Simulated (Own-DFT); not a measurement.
# Energy and forces against displacement in beta-Si3N4, 112 atoms (N64Si48)

These are calculations, not measurements. They come from Own-DFT, an in-house plane-wave density functional program, since retired, whose code no person has reviewed. Each row is one single-point run on a periodic cell that was not relaxed, without spin or spin-orbit coupling.

Settings of every run: PBE; PseudoDojo norm-conserving scalar-relativistic files; cutoff 42 hartree; 2 x 2 x 4 k mesh centred on Gamma; Fermi-Dirac smearing of 0.1 eV.

Known limits, some of them of some rows only: some atoms lie very close together; forces on such cells moved up to 12 meV/angstrom on a denser k mesh; stress not checked against mesh or cutoff.

Cell vectors in Å: (15.212, 0.000, 0.000); (-7.606, 13.174, 0.000); (0.000, 0.000, 5.818). In each run every atom was moved at random and independently from its ideal site; u is the rms move along one axis. E is the free energy for each atom above the fitted value at u = 0, and F the rms of the force components.

```
run   u (Å)  E (meV/atom)  F (eV/Å)  largest force (eV/Å)  P (GPa)
  1  0.0186          15.6     0.783                  3.16     5.41
  2  0.0206          20.9     0.914                  3.42     5.54
  3  0.0510         117.1     1.935                  7.31     7.83
  4  0.0522         132.2     2.235                 10.25     8.78
  5  0.0946         419.5     4.503                 23.46    16.42
  6  0.0988             ?         ?                     ?        ?
  7  0.0992         462.4     4.628                 21.13    17.29
  8  0.1491        1045.2     8.046                 38.88    31.74
```

## Worked fit

For small independent moves the energy grows as E = (3/2) K u², with K the mean stiffness felt by one atom. The runs with u up to 0.11 Å give K = 31.3 ± 0.5 eV/Å², with residuals divided by u² + 0.0006 Å², since the noise grows with the moves. The scatter is 3.5 meV/atom at u = 0.05 Å. The forces follow F = G u with G = 43.7 eV/Å²; no force at u = 0 is resolved. G exceeds K because the moves of its neighbours add to the force on an atom, and stiffness differs between atoms. At u = 0.149 Å the parabola gives 1043 meV/atom and the run 1045. The pressure follows P = 4.97 + 1265 u² GPa: at fixed volume, shortened bonds push harder than stretched ones pull.

## Withheld run

Question: what energy and rms force should run 6 give?

The fit gives 458 ± 14 meV/atom and about 4.32 eV/Å. The calculation gave 414.5 meV/atom and 3.972 eV/Å. This run lies off the fit, by chance or by something that the fit leaves out.
